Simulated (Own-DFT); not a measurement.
## Calculated data, AlN (wurtzite, atoms displaced)

Computed with Own-DFT development build. A calculation, not a measurement: plane-wave PBE density functional theory by an unreviewed code, no spin, of a simulated periodic cell, stress positive in tension, free energy of the whole cell less one offset for each atom, forces on such cells passed a denser k mesh, this cell's mesh not checked; offsets are fitted by least squares, one for each functional and potential file, so energies compare only between cells with the same atoms and settings and are not formation energies; the far tail of each file's local potential was reset to the Coulomb form; each entry is a single point on an unrelaxed cell, so the pressure reflects the starting lattice, mostly measured values (interpolated for alloys), from which strain is counted, and rises with the displacements; printed positions are rounded, which can move forces by about a meV/angstrom; the program, named Own-DFT, is a retired in-house code; no spin-orbit coupling.

Settings shared by all entries: functional PBE; potential files PseudoDojo norm-conserving, scalar-relativistic, standard set; wave cutoff 42 hartree; occupations Fermi-Dirac; smearing width 0.1 eV; hardware one NVIDIA H100; k mesh 2 x 2 x 2 centred on Gamma.

(1) AlN (wurtzite, atoms displaced)

```xyz
128
Lattice="12.4480 0.0000 0.0000 -6.2240 10.7803 0.0000 0.0000 0.0000 9.9640" Properties=species:S:1:pos:R:3 AlN
Al     0.0372     1.9477     9.8352
Al     1.5702     0.8738     2.5668
N      0.1076     1.8318     1.6796
N      1.4373     0.8518     4.4577
Al    -0.0528     1.8214     5.1260
Al     1.7383     0.8012     7.4626
N      0.1639     1.7689     6.9399
N      1.4268     0.9831     9.4373
Al    -1.4112     4.4634     9.7617
Al     0.0899     3.5903     2.5147
N     -1.6566     4.5006     1.6366
N      0.1293     3.6440     4.4418
Al    -1.5744     4.3843     4.9584
Al     0.1088     3.3904     7.5401
N     -1.7154     4.5963     6.8473
N      0.0703     3.5312     9.3289
Al    -3.1797     7.0296     0.0142
Al    -1.5686     6.2769     2.2419
N     -3.1562     7.1463     1.9381
N     -1.5708     6.3293     4.4539
Al    -3.2291     6.9558     4.8696
Al    -1.5362     6.4399     7.4002
N     -3.2339     7.1546     6.9936
N     -1.6765     6.1980     9.3521
Al    -4.6378     9.5977     9.8392
Al    -3.2090     9.0911     2.4267
N     -4.7069    10.0253     1.9457
N     -3.2566     9.0202     4.4253
Al    -4.7446     9.7977     4.9503
Al    -3.1548     9.1430     7.6216
N     -4.6907    10.0722     6.9030
N     -3.2163     9.2166     9.3990
Al     3.0697     1.9199     0.0136
Al     4.6254     0.8360     2.6044
N      3.0730     1.8058     1.8335
N      4.6102     1.0401     4.3867
Al     3.2054     1.9802     5.1654
Al     4.6241     0.9572     7.4187
N      2.9790     1.7449     6.9814
N      4.5426     0.6855     9.5303
Al     1.6631     4.4426     0.0234
Al     3.1306     3.6566     2.4907
N      1.4739     4.2891     2.0392
N      3.2101     3.6779     4.5716
Al     1.5916     4.4552     4.9223
Al     2.9510     3.5770     7.3912
N      1.5923     4.5101     6.9164
N      3.1914     3.6770     9.3491
Al    -0.0229     7.1077     0.0995
Al     1.6063     6.1806     2.5267
N      0.1320     7.1886     1.6787
N      1.6075     6.3039     4.2447
Al    -0.1372     7.1621     4.8374
Al     1.4588     6.4053     7.2389
N     -0.1419     7.1568     6.9315
N      1.7209     6.2850     9.3003
Al    -1.6759     9.9228     0.1543
Al    -0.2385     9.1171     2.4990
N     -1.5628     9.8809     1.9066
N     -0.0901     8.9518     4.5771
Al    -1.6630     9.8694     4.9722
Al     0.1515     9.0418     7.3115
N     -1.4483    10.0655     6.7405
N     -0.1083     8.9644     9.3238
Al     6.1299     1.8639     9.8987
Al     7.7216     0.8914     2.5461
N      6.3335     1.8433     2.1520
N      7.7475     0.9096     4.5814
Al     5.9963     1.8902     5.0193
Al     7.7671     0.7348     7.4117
N      6.1671     1.8731     6.7449
N      7.6471     0.7966     9.4958
Al     4.7648     4.3151     0.0602
Al     6.4276     3.4574     2.6004
N      4.5901     4.4316     1.8144
N      6.2787     3.5019     4.3050
Al     4.6394     4.4922     5.0641
Al     6.2707     3.6609     7.4810
N      4.6054     4.5009     7.0040
N      6.1375     3.7128     9.3093
Al     3.2872     7.3124     9.9030
Al     4.5592     6.2239     2.4642
N      3.0636     7.1445     1.9315
N      4.6787     6.4447     4.3598
Al     3.0533     7.0559     5.0444
Al     4.5030     6.2605     7.5031
N      3.0766     7.0768     6.9500
N      4.7167     6.3752     9.3816
Al     1.8013    10.0262     0.0813
Al     3.2326     8.9689     2.3537
N      1.5776     9.8656     2.0851
N      3.1549     8.9033     4.4918
Al     1.5225     9.8702     5.0264
Al     3.0554     9.1712     7.4735
N      1.6127     9.8500     6.9130
N      3.0122     8.8018     9.1951
Al     9.4509     1.7953     0.1234
Al    10.8408     1.0994     2.2269
N      9.2983     1.8689     2.0231
N     11.0291     0.8328     4.3105
Al     9.5042     1.7320     4.9850
Al    10.8179     0.7672     7.6679
N      9.2931     1.7520     7.0143
N     10.8703     0.8130     9.5085
Al     7.7018     4.3889     0.2040
Al     9.3149     3.6425     2.4693
N      7.8964     4.4424     2.0173
N      9.2185     3.5108     4.2262
Al     7.7014     4.6559     5.0313
Al     9.4649     3.5069     7.7544
N      7.8891     4.4517     6.6787
N      9.1861     3.5973     9.3962
Al     6.1130     7.1545     9.9365
Al     7.9445     6.4518     2.4845
N      6.2470     7.2545     1.9318
N      7.8268     6.1814     4.2588
Al     6.4048     7.2056     4.9540
Al     7.9273     6.3247     7.4101
N      6.2364     7.1758     6.8431
N      7.7186     6.0639     9.3334
Al     4.5907     9.7547     0.1282
Al     6.2391     8.9620     2.4239
N      4.6750     9.8892     1.9637
N      6.1405     8.8919     4.4034
Al     4.7795     9.9293     4.9146
Al     6.2296     8.8872     7.4266
N      4.7641     9.7814     6.9078
N      6.1416     9.0151     9.3670
```

```
free energy of cell above offsets : -20.144 eV
pressure                          : 12.28 GPa
stress xx                         : -14.47 GPa
stress yy                         : -11.78 GPa
stress zz                         : -10.61 GPa
stress yz                         : 0.7 GPa
stress xz                         : 0.51 GPa
stress xy                         : 0.1 GPa
wall time                         : 421.3 s
```

Force:
```
element  x (eV/Å)  y (eV/Å)  z (eV/Å)
     Al    -0.607    -5.583      2.32
     Al    -0.854     3.056     -0.31
      N    -1.992     0.573     3.436
      N     1.665     1.218    -0.223
     Al     1.594    -0.748    -1.684
     Al    -6.052     3.071     4.962
      N    -2.552    -1.827     0.202
      N     3.702    -2.126     -2.26
     Al    -2.442     0.278      1.27
     Al    -6.171    -3.429      0.76
      N      1.83    -0.331     2.606
      N     -3.44    -1.677    -0.971
     Al    -0.836     0.866     0.279
     Al    -0.385     4.394    -2.046
      N      1.94    -1.775     1.089
      N     0.164     4.405    -0.696
     Al     -0.65     0.038    -1.138
     Al     1.713    -0.585     1.292
      N     5.161     4.631    -2.954
      N    -2.247     -2.87    -2.755
     Al     3.571     4.233     2.733
     Al    -4.966    -3.726     2.226
      N      6.77     5.846     -3.11
      N     1.575     1.787     -0.28
     Al    -10.69     7.437     4.704
     Al    -0.075    -1.041     1.768
      N     0.038    -4.166    -1.862
      N     2.304    -2.327    -1.686
     Al    -1.095     2.448     1.054
     Al     1.301    -1.095    -3.733
      N    -0.191    -8.296    -1.651
      N     8.809    -5.891    -1.322
     Al    -0.943     -2.61    -0.659
     Al    -0.194     3.211    -2.143
      N     1.239      0.19      2.77
      N    -1.903    -2.587     0.502
     Al    -2.543    -3.176    -2.015
     Al     1.025    -0.198      1.72
      N     5.824     3.996    -1.948
      N     0.999     8.267    -3.262
     Al    -0.577      2.32    -0.522
     Al     -0.02    -2.922     0.864
      N     5.732     5.033    -2.966
      N     -2.33    -1.063    -2.661
     Al     0.652     2.036     1.942
     Al     3.576     0.246     2.523
      N    -3.211     0.744    -2.055
      N    -0.619    -1.781    -0.372
     Al     1.126     1.252    -10.23
     Al    -1.124     1.137    -3.658
      N     -1.69     0.082     10.47
      N    -2.178    -1.056     3.973
     Al     3.285     0.449     1.825
     Al     0.467    -2.731     4.068
      N     4.946     3.623    -3.693
      N    -2.106    -0.741     0.966
     Al     2.768    -4.399    -2.748
     Al     7.951    -4.503     1.653
      N    -4.584     1.827     1.274
      N    -0.033     1.002     -2.57
     Al    -0.365     0.682     0.033
     Al    -5.247    -1.853     3.364
      N    -1.239    -1.977     2.303
      N     0.322    -0.001     0.519
     Al     0.106     -2.12     1.134
     Al     2.705    -1.025     2.405
      N    -3.607    -3.311    -4.253
      N     0.044    -0.347    -1.041
     Al     4.932    -0.893    -1.737
     Al    -1.189     4.644      0.84
      N    -0.039    -0.395     5.104
      N     1.086     4.457    -2.311
     Al    -4.451     4.431    -0.411
     Al    -1.335     4.249    -1.063
      N     1.999     0.855     2.163
      N    -1.651     3.551     3.916
     Al     3.752      2.81     0.125
     Al     0.277     0.349    -2.014
      N     0.548    -1.145    -1.601
      N     4.353    -3.889      0.22
     Al     -3.37    -6.097     1.912
     Al     2.119     0.645     0.714
      N     1.183     0.837    -1.845
      N     0.724    -3.196     0.399
     Al     2.192     3.043    -0.496
     Al     3.089    -0.186     0.664
      N    -1.237      3.02    -2.287
      N    -1.637     -2.72    -0.781
     Al    -3.756    -5.147     1.204
     Al    -3.331    -1.431     4.804
      N    -0.256     0.188    -1.876
      N    -0.729     1.114    -0.527
     Al     1.771    -0.051    -2.126
     Al     4.346    -4.282    -1.925
      N    -0.806     0.699    -2.059
      N     0.928     6.416     2.674
     Al    -3.245     0.988    -0.902
     Al     4.026    -2.518     2.635
      N    -1.277    -0.835    -2.243
      N     -1.16     2.341    -0.205
     Al    -2.929     0.475     -0.08
     Al       1.6       0.4    -2.073
      N     1.702    -0.634    -0.341
      N    -0.183     0.239     0.198
     Al     0.602     1.167    -1.812
     Al     3.251    -0.961    -0.072
      N    -4.077     2.892    -1.732
      N     2.412     0.844     3.545
     Al     0.188    -5.993    -3.456
     Al    -1.601      0.87    -7.236
      N    -0.804     0.395      6.14
      N     1.691    -1.499         4
     Al     4.036     0.724     0.859
     Al    -7.711    -4.756     0.197
      N     0.211      -2.2    -1.154
      N     -2.08      2.33     -0.18
     Al    -3.571    -0.998     0.284
     Al    -7.739    -5.468     2.788
      N     0.699     -1.36     0.062
      N      0.18      2.73     0.942
     Al     1.578     1.163    -2.144
     Al     0.021     1.597     1.649
      N     0.612      1.09    -1.295
      N     2.615     1.011    -1.272
     Al    -2.736    -2.099     1.198
     Al     0.644     1.243     0.778
      N     -2.14     2.245    -0.244
      N     0.531    -1.782    -0.047
```

(2) AlN (wurtzite, atoms displaced)

```xyz
128
Lattice="12.4480 0.0000 0.0000 -6.2240 10.7803 0.0000 0.0000 0.0000 9.9640" Properties=species:S:1:pos:R:3 AlN
Al     0.0241     1.9111     9.8713
Al     1.6709     0.8460     2.5053
N     -0.0524     1.6222     1.7631
N      1.6608     0.6974     4.2821
Al     0.0980     1.9922     5.0983
Al     1.6423     0.8589     7.3893
N     -0.0010     1.8496     6.7823
N      1.5451     0.7767     9.3875
Al    -1.6205     4.4467     9.9221
Al    -0.1088     3.6179     2.7003
N     -1.6481     4.3981     1.8626
N      0.0420     3.6838     4.4002
Al    -1.5549     4.4250     4.8685
Al     0.2228     3.6534     7.4509
N     -1.4210     4.4280     6.9195
N     -0.1841     3.6244     9.3825
Al    -3.0978     7.3146     0.0687
Al    -1.6562     6.2543     2.5223
N     -3.1222     7.1261     1.9299
N     -1.5265     6.1453     4.3898
Al    -2.9939     7.1005     5.0222
Al    -1.5877     6.2827     7.3374
N     -3.0327     6.9974     7.0216
N     -1.5723     6.3343     9.4199
Al    -4.7556     9.9657     9.9486
Al    -3.0956     8.9311     2.3371
N     -4.6191     9.7927     1.8805
N     -3.1637     9.1223     4.5082
Al    -4.8312     9.7376     4.9404
Al    -3.0136     9.0496     7.4101
N     -4.7364     9.7011     6.7773
N     -3.0588     8.9166     9.2645
Al     3.0260     1.7130     9.8863
Al     4.4126     0.9337     2.5550
N      3.1901     1.6881     1.8604
N      4.8476     0.9635     4.3924
Al     3.0291     1.6978     4.8062
Al     4.5262     0.8435     7.5711
N      3.1747     1.9166     6.9923
N      4.5849     0.7997     9.3927
Al     1.4889     4.3850     9.7413
Al     3.1460     3.6873     2.5328
N      1.3380     4.3909     1.8490
N      3.0237     3.5644     4.3434
Al     1.5080     4.3004     5.1635
Al     3.0948     3.5459     7.3757
N      1.6753     4.7349     6.8869
N      2.9342     3.4792     9.5201
Al    -0.1342     7.3291     9.9608
Al     1.6068     6.1810     2.5215
N     -0.0523     7.3688     2.0276
N      1.5971     6.3018     4.3399
Al     0.0816     7.3157     5.0034
Al     1.3723     6.2880     7.4798
N      0.1234     7.1702     6.8549
N      1.5960     6.0697     9.4516
Al    -1.7469     9.5252     0.0172
Al     0.0933     8.9921     2.5610
N     -1.3852     9.9324     1.8563
N     -0.0273     9.0087     4.5333
Al    -1.5396     9.8858     4.9709
Al     0.1341     8.9279     7.4811
N     -1.6401     9.9030     6.7806
N      0.0464     9.0081     9.5206
Al     6.2634     1.8141     9.8874
Al     7.7638     0.7515     2.6253
N      6.2993     1.9453     1.9159
N      7.6838     0.7688     4.4594
Al     6.3893     1.9716     5.0794
Al     7.8289     0.9940     7.4213
N      6.3054     1.6880     6.7743
N      7.8439     0.9325     9.3815
Al     4.5763     4.4963     0.0033
Al     6.2964     3.7448     2.3580
N      4.6929     4.6346     1.8461
N      6.2995     3.4494     4.5462
Al     4.4856     4.5840     5.1612
Al     6.1818     3.6069     7.3854
N      4.5492     4.5790     6.8671
N      6.1544     3.6915     9.0839
Al     3.1093     7.2163     9.8806
Al     4.5806     6.3620     2.3257
N      3.0089     7.0995     1.7967
N      4.6706     6.1575     4.4068
Al     3.1841     7.1318     4.9981
Al     4.4671     6.2693     7.5774
N      3.1029     7.3310     6.9731
N      4.6357     6.5543     9.4215
Al     1.5651     9.8391     9.8268
Al     2.9621     9.2337     2.5360
N      1.6865    10.0545     1.9440
N      3.0416     8.9397     4.4018
Al     1.5282     9.8227     5.0582
Al     3.0770     9.0206     7.3605
N      1.7386    10.0060     6.8896
N      3.0757     9.1434     9.3073
Al     9.3434     1.7855     0.1472
Al    10.7750     1.0570     2.4631
N      9.4069     1.7717     1.8132
N     10.7240     0.8983     4.2198
Al     9.3460     1.9421     5.0513
Al    10.9951     0.6840     7.4033
N      9.2180     1.7502     6.6509
N     10.8806     0.9979     9.5502
Al     8.0220     4.3485     0.0026
Al     9.3570     3.4972     2.6787
N      7.7125     4.4502     1.9509
N      9.4350     3.5776     4.3331
Al     7.7232     4.5827     4.9860
Al     9.4006     3.5156     7.4472
N      7.6479     4.4290     6.8438
N      9.3116     3.5525     9.3202
Al     6.2725     7.1408     0.0402
Al     7.6404     6.3627     2.5665
N      6.1880     7.0418     1.8245
N      7.8129     6.0589     4.4042
Al     6.4385     7.1636     4.8746
Al     7.7930     6.1615     7.3690
N      6.2601     7.2491     7.0230
N      7.9437     6.1978     9.1968
Al     4.5311     9.8641     0.0155
Al     6.0023     8.9025     2.5712
N      4.6335     9.9414     1.8266
N      6.3382     9.0430     4.2785
Al     4.4376     9.9975     5.1185
Al     6.2441     8.9296     7.3200
N      4.8618     9.8584     7.0712
N      6.2897     8.9284     9.3544
```

```
free energy of cell above offsets : -18.509 eV
pressure                          : 13.14 GPa
stress xx                         : -12.08 GPa
stress yy                         : -14.46 GPa
stress zz                         : -12.87 GPa
stress yz                         : 1.15 GPa
stress xz                         : -1.55 GPa
stress xy                         : 1.77 GPa
wall time                         : 404.2 s
```

Force:
```
element  x (eV/Å)  y (eV/Å)  z (eV/Å)
     Al    -0.882    -2.601     1.962
     Al    -3.076    -0.433    -2.775
      N     1.881     2.086     2.589
      N    -2.426     2.191     2.628
     Al     -1.02    -3.701    -5.424
     Al    -1.094    -1.042     0.631
      N     1.441    -0.733     3.934
      N    -0.636     4.308    -3.231
     Al    -0.853     2.135     1.027
     Al     1.025    -1.412    -6.799
      N     0.212     1.045     1.497
      N    -0.743    -1.602     2.912
     Al     0.452     1.009     3.151
     Al    -3.727    -0.415     1.353
      N    -0.804     0.269    -1.458
      N     3.942    -0.617    -3.034
     Al    -1.666    -4.743    -2.037
     Al     2.425    -0.364    -0.932
      N    -1.604     0.731     0.192
      N     0.331     2.489     0.378
     Al    -0.943      1.39      0.25
     Al     4.449    -2.671      3.07
      N    -3.653     3.971    -4.176
      N     0.291    -0.281    -0.693
     Al    -0.431    -4.573     1.486
     Al      0.95     1.297     2.955
      N    -0.903     0.361    -0.488
      N     1.208    -3.795    -1.799
     Al     6.761      3.95     1.998
     Al    -3.197    -3.135    -0.151
      N     2.849     3.371     0.801
      N    -5.236    -0.406    -1.649
     Al     1.825    -0.589     1.634
     Al     9.841    -3.347     1.667
      N    -6.179     4.849    -2.172
      N    -3.158    -0.591     0.154
     Al     3.933     0.631     1.441
     Al     3.595     0.177    -1.192
      N      -2.2    -4.122    -2.846
      N     0.594    -0.192    -0.006
     Al    -2.332     0.029     4.823
     Al    -1.347    -0.763     -2.59
      N     2.457     0.665     0.716
      N     0.233    -0.355     2.251
     Al      2.15     4.349    -3.694
     Al     0.722     3.873     3.125
      N    -0.299    -6.079    -0.165
      N     3.184     0.287    -2.864
     Al     2.124    -4.346     2.491
     Al    -2.135     0.305    -1.582
      N    -0.149    -4.511    -1.628
      N    -0.211    -0.619     2.367
     Al     0.115    -3.735    -1.507
     Al     5.363     1.653     4.078
      N    -4.891     2.619    -0.928
      N    -0.886     5.413    -2.558
     Al     7.265     7.473     2.693
     Al     -0.54     2.953     0.201
      N    -2.566    -1.113     0.716
      N     0.736     0.133    -1.396
     Al    -0.911     2.258    -0.896
     Al    -1.077     2.139     0.164
      N     3.009     0.209     1.895
      N    -1.458     0.136    -3.504
     Al    -1.235     0.021      1.18
     Al    -1.655     7.859     0.418
      N    -0.641    -1.433    -1.062
      N     2.113      1.49    -0.438
     Al    -1.434    -9.023    -1.064
     Al    -1.203    -1.002     1.871
      N    -2.561     1.186     4.425
      N    -0.655     -0.39    -1.136
     Al     0.717     0.092    -1.191
     Al    -4.954    -4.342     2.919
      N    -0.825    -2.363     0.321
      N    -1.293      10.2    -3.852
     Al     1.952    -2.896    -4.178
     Al     -1.01      -1.7    -2.496
      N     0.038    -0.991     3.075
      N    -0.264    -0.756     6.032
     Al    -2.926     0.975      1.14
     Al    -0.461    -0.491     1.784
      N     0.458     2.372     0.663
      N      1.07     3.356    -1.468
     Al    -0.916     0.247    -0.105
     Al     2.863     1.884    -0.129
      N    -1.191    -2.961    -1.746
      N     1.158    -4.112    -1.029
     Al    -0.015     3.635     2.437
     Al     6.169    -4.753     0.611
      N    -5.192    -4.045    -4.199
      N     0.922     0.165     0.817
     Al    -0.017     1.583    -0.283
     Al     2.617     0.517      3.27
      N      -3.3    -1.143     -0.04
      N     -0.18    -3.385     -1.16
     Al    -0.513     0.061    -4.766
     Al     4.616    -3.612    -1.216
      N    -4.292     2.366     4.618
      N     1.448     0.485      4.45
     Al    -0.629    -2.884    -6.635
     Al    -1.354     7.539     3.463
      N     3.436      0.83     7.195
      N     0.615    -1.898    -3.877
     Al    -6.494     4.592     1.101
     Al    -1.707     0.335    -6.914
      N     6.091     3.285    -1.612
      N    -1.612     0.829     4.423
     Al    -0.577    -8.891     2.345
     Al    -0.681     0.381    -0.246
      N     3.718      0.35    -1.011
      N     3.703    -2.733     -1.52
     Al     1.635     0.614    -3.478
     Al      2.96    -2.678    -1.635
      N    -0.515     2.681      2.35
      N     1.285     9.098    -2.586
     Al    -3.591     0.275     2.592
     Al    -0.787     1.528     1.897
      N    -0.539    -4.428    -3.511
      N    -1.092     0.272     3.825
     Al     3.711     1.328    -0.421
     Al     1.449     1.478    -3.961
      N     -1.02    -1.295     2.299
      N    -7.102    -4.746     0.188
     Al     1.819    -0.242    -2.044
     Al     1.987    -1.262     4.674
      N    -5.022    -1.998    -4.566
      N    -1.223     0.678     0.136
```
